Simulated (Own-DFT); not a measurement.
# Response to strain: C40 NbSi2, 36 atoms (Nb12Si24)

The numbers are computed, not measured, by runs of the plane-wave DFT program Own-DFT (in-house, retired, unreviewed) at fixed positions, with no spin and no spin-orbit coupling.

Settings: PBE; PseudoDojo norm-conserving scalar-relativistic files; cutoff 42 hartree; 4 x 4 x 5 k mesh centred on Gamma; cold (Marzari-Vanderbilt) smearing of 0.2 eV.

Keep in mind: forces on such cells failed a check on a denser k mesh; stress not checked against mesh or cutoff.

Unstrained cell vectors in Å: (0.000, 8.324, 0.000); (-9.613, 0.000, 0.000); (0.000, 0.000, 6.586). The unstrained cell was taken from the Materials Project. The random moves and any unrelaxed bonds add to the pressure at no strain. Each run strains this cell uniformly, with the atoms carried along. Random moves of width 0.05 Å per axis were added to every atom. Stress is counted positive in tension, P = -(s_xx + s_yy + s_zz)/3, and strain components are those of the symmetric tensor.

| run | e_xx (%) | e_yy (%) | e_zz (%) | e_yz (%) | e_xz (%) | e_xy (%) | s_xx (GPa) | s_yy (GPa) | s_zz (GPa) | s_yz (GPa) | s_xz (GPa) | s_xy (GPa) | P (GPa) | E (meV/atom) |
|---|---|---|---|---|---|---|---|---|---|---|---|---|---|---|
| 1 | -0.17 | 0.44 | -0.85 | 0.47 | 1.13 | -0.78 | -3.32 | -1.27 | -7.91 | 1.37 | 3.68 | -2.16 | 4.16 | 11.2 |
| 2 | -0.36 | -0.65 | 0.41 | 0.47 | 0.08 | 0.26 | -4.14 | -4.06 | -2.28 | 1.44 | 0.61 | 0.72 | 3.49 | 0.0 |
| 3 | 0.75 | -0.98 | 1.19 | 1.35 | 0.33 | 0.97 | 0.40 | -4.67 | 1.45 | 4.16 | 0.82 | 2.85 | 0.94 | 9.6 |
| 4 | -1.01 | 1.75 | 1.25 | -0.03 | -2.00 | 1.34 | -3.99 | 4.14 | 0.98 | 0.60 | -5.82 | 4.51 | -0.38 | 26.4 |
| 5 | -0.12 | -1.88 | 0.97 | -1.83 | 1.69 | -1.05 | -3.81 | -8.25 | -1.33 | -5.34 | 4.51 | -3.36 | 4.46 | 17.4 |
| 6 | -1.39 | -1.49 | 1.26 | 0.89 | 0.11 | -1.22 | -8.20 | -7.17 | -1.78 | 2.95 | 0.38 | -4.22 | 5.72 | 25.6 |
| 7 | -1.62 | -0.38 | 0.55 | 1.25 | -1.21 | -0.61 | -8.47 | -4.50 | -3.43 | 3.45 | -3.92 | -1.97 | 5.47 | 18.8 |
| 8 | -1.04 | 1.03 | 1.54 | -0.55 | -0.26 | -1.10 | -4.91 | 1.81 | 2.71 | -1.51 | -1.09 | -3.29 | 0.13 | 15.2 |
| 9 | 1.81 | -1.27 | -0.02 | -0.89 | -1.62 | 1.89 | 2.52 | -6.60 | -3.77 | -2.82 | -5.20 | 5.47 | 2.62 | 30.1 |
| 10 | 1.53 | -0.21 | -1.19 | -1.76 | 1.17 | 0.71 | 2.54 | -3.47 | -8.51 | -5.75 | 3.63 | 1.97 | 3.15 | 15.8 |
| 11 | -0.47 | 0.59 | -0.95 | -0.26 | -1.23 | -0.22 | -4.07 | -1.00 | -7.81 | -0.86 | -4.40 | -0.89 | 4.29 | 0.8 |
| 12 | 1.25 | 1.36 | -0.32 | -1.58 | 0.56 | 0.47 | 2.30 | 2.71 | -3.91 | -4.82 | 1.34 | 1.20 | -0.37 | 23.1 |
| 13 | -1.61 | -1.52 | -1.23 | -1.07 | 0.02 | 0.48 | -11.68 | -10.29 | -12.20 | -3.31 | 0.27 | 1.60 | 11.39 | 28.5 |
| 14 | 0.85 | -1.57 | 0.53 | -0.20 | -0.65 | -1.99 | -0.40 | -6.46 | -2.07 | -0.74 | -2.12 | -5.65 | 2.98 | 11.6 |
| 15 | 0.53 | -1.42 | 1.56 | 0.17 | -1.97 | -1.01 | ? | ? | ? | ? | ? | ? | ? | ? |

E is the free energy per atom, counted from the lowest run shown.

## Worked fit

Each stress component was fitted by least squares to a constant and the strains of the runs shown, as fractions, with shears doubled. Shear strains stay in the fit of a normal stress only where such slopes are resolved. The slopes, in GPa:

```
stress  at no strain  per e_xx  per e_yy  per e_zz  scatter
  s_xx          -2.7  376 ± 11   86 ± 11   74 ± 14     0.46
  s_yy          -2.4   54 ± 11  355 ± 10   87 ± 13     0.44
  s_zz          -4.2   90 ± 13   67 ± 12  439 ± 15     0.53
```

The slope of each shear stress on twice its own strain, from a fit on all six strains: yz 148 ± 4, xz 156 ± 6, xy 150 ± 5 GPa. These are stiffnesses along x, y and z of the frame in which the cell vectors are given, which need not be the crystal's axes. These are clamped-ion slopes: internal relaxation, where symmetry allows it, would soften some. Symmetry asks for nearly equal slopes across the diagonal; the mismatch is a measure of noise. A ninth of the table's sum, 181 ± 7 GPa, estimates the bulk modulus near the mean pressure of these runs, 3.4 GPa, so it lies above the value at zero pressure.

## Prediction

Asked: what normal stresses and pressure should run 15 give?

Estimate: s_xx = -0.7, s_yy = -5.8, s_zz = 2.2 and P = 1.4 GPa. The run itself gave -0.61, -5.98, 1.89 and P = 1.56 GPa.
